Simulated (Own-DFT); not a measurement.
# Misfit strain and the stress it brings: wurtzite AlGaN with randomly placed atoms, 72 atoms (Al9Ga27N36)

Everything here is calculated. The program is Own-DFT (plane waves, in-house, since retired, never reviewed by a person); positions were held fixed, and spin and spin-orbit coupling were off.

Settings: PBE; PseudoDojo norm-conserving scalar-relativistic files; cutoff 42 hartree; 4 x 4 x 3 k mesh centred on Gamma; Fermi-Dirac smearing of 0.1 eV.

Keep in mind: forces on such cells passed a denser k mesh, each cell not checked; stress not checked against mesh or cutoff.

Unstrained cell vectors in Å: (9.509, 0.000, 0.000); (-4.755, 8.235, 0.000); (0.000, 0.000, 10.268). The unstrained cell has measured lattice constants (interpolated for alloys), not those of this functional. That, the random moves and any unrelaxed bonds set the pressure at no strain. Each run strains x and y alike by e, as a substrate would, and holds the height along z. All atoms carry random offsets, Gaussian with a width of 0.05 Å per axis. The random placing of the alloy's atoms differs from row to row. Stress is positive in tension.

| e (%) | u (Å) | (s_xx + s_yy)/2 (GPa) | s_zz (GPa) |
|---|---|---|---|
| -3.00 | 0.045 | -25.74 | -14.36 |
| -2.50 | 0.051 | -24.03 | -11.07 |
| -2.25 | 0.048 | -21.50 | -12.00 |
| 0.25 | 0.051 | -6.38 | -7.01 |
| 0.75 | 0.048 | -2.08 | -8.15 |
| 1.00 | 0.044 | ? | ? |
| 1.50 | 0.049 | 0.82 | -6.52 |
| 2.00 | 0.056 | 2.24 | -5.74 |
| 2.25 | 0.053 | 4.96 | -7.24 |
| 3.00 | 0.046 | 7.01 | -3.86 |

## Analysis

With e as a fraction, the in-plane stress is -7.2 + 567 e - 2741 e² GPa (errors 14 and 973, scatter 0.87), and s_zz is -8.8 + 141 e GPa (slope ± 17, scatter 1.12). At e = 0 the first slope is C11 + C12 and the second 2 C13, both with the ions held to the strained lattice and at the cell's own pressure. A free layer would change its height as e changes, and the in-plane slope would drop by 2 C13²/C33 to the biaxial modulus. At fixed height, a misfit of 1 % moves the in-plane stress by about 5.7 GPa and s_zz by 1.4 GPa.

## Withheld run

Q: what are the two stresses at e = 1.00 %?

The fit gives -1.8 and -7.3 GPa. The run itself gave -1.45 and -6.60 GPa.
